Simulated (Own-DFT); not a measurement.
# What a change of functional does to the pressure

All numbers below are calculated, not measured. They come from Own-DFT, an in-house plane-wave density functional program, since retired, whose code no person has reviewed. Each row is one single-point run on a periodic cell that was not relaxed, without spin or spin-orbit coupling.

Known limits, some of them of some rows only: forces on such cells failed a check on a denser k mesh; forces on such cells moved up to 12 meV/angstrom on a denser k mesh; forces on such cells passed a denser k mesh, each cell not checked; stress not checked against mesh or cutoff.

Each cell was run twice at the same cutoff, k mesh and smearing, with PBE and with PBEsol, on PseudoDojo norm-conserving files made for PBE. Atoms were moved at random from their sites; u is the rms move along one axis. Files made for PBEsol would give a somewhat different change.

```
                                              cell  atoms  volume (Å³/atom)  u (Å)  cutoff (hartree)  P with PBE (GPa)  P with PBEsol (GPa)  change (GPa)
                               C11b WSi2 (Si20W10)     30             13.18  0.050                50             11.50                 7.29         -4.21
                               C11b WSi2 (Si20W10)     30             13.50  0.050                50              6.32                 2.25         -4.07
                               C11b WSi2 (Si20W10)     30             13.44  0.130                50             18.21                14.06         -4.14
C40 NbSi2 with two Si on a Nb site each (Nb10Si26)     36             14.64  0.031                42              1.88                -1.47         -3.35
C40 NbSi2 with two Si on a Nb site each (Nb10Si26)     36             14.64  0.051                42              2.75                -0.61         -3.36
C40 NbSi2 with two Si on a Nb site each (Nb10Si26)     36             14.64  0.048                42              2.31                -1.04         -3.35
                            D0_22 TiAl3 (Al30Ti10)     40             15.51  0.054                42              4.02                 2.09         -1.93
                            D0_22 TiAl3 (Al30Ti10)     40             15.63  0.101                42              5.28                 3.37         -1.91
                            D0_22 TiAl3 (Al30Ti10)     40             15.63  0.048                42              2.54                    ?             ?
                              beta-Si3N4 (N24Si18)     42             10.66  0.050                42              2.19                -0.18         -2.36
                              beta-Si3N4 (N64Si48)    112             10.41  0.017                42              5.45                 3.04         -2.41
                              beta-Si3N4 (N24Si18)     42             10.86  0.045                42             -2.65                -4.99         -2.34
```

## Worked reading

Mean change of pressure by composition, in GPa: Si2W, -4.14; Nb5Si13, -3.35; N4Si3, -2.37; Al3Ti, -1.92. At a fixed cell PBEsol gives the lower pressure, because it favours a smaller volume than PBE. Here the change varies more between materials than between cells of one material.

## Withheld value

Question: what PBEsol pressure should the Al30Ti10 cell with the blank give?

Adding the mean change of the cells with its composition, -1.92 GPa, to 2.54 gives 0.6 GPa. The calculation gave 0.64 GPa.
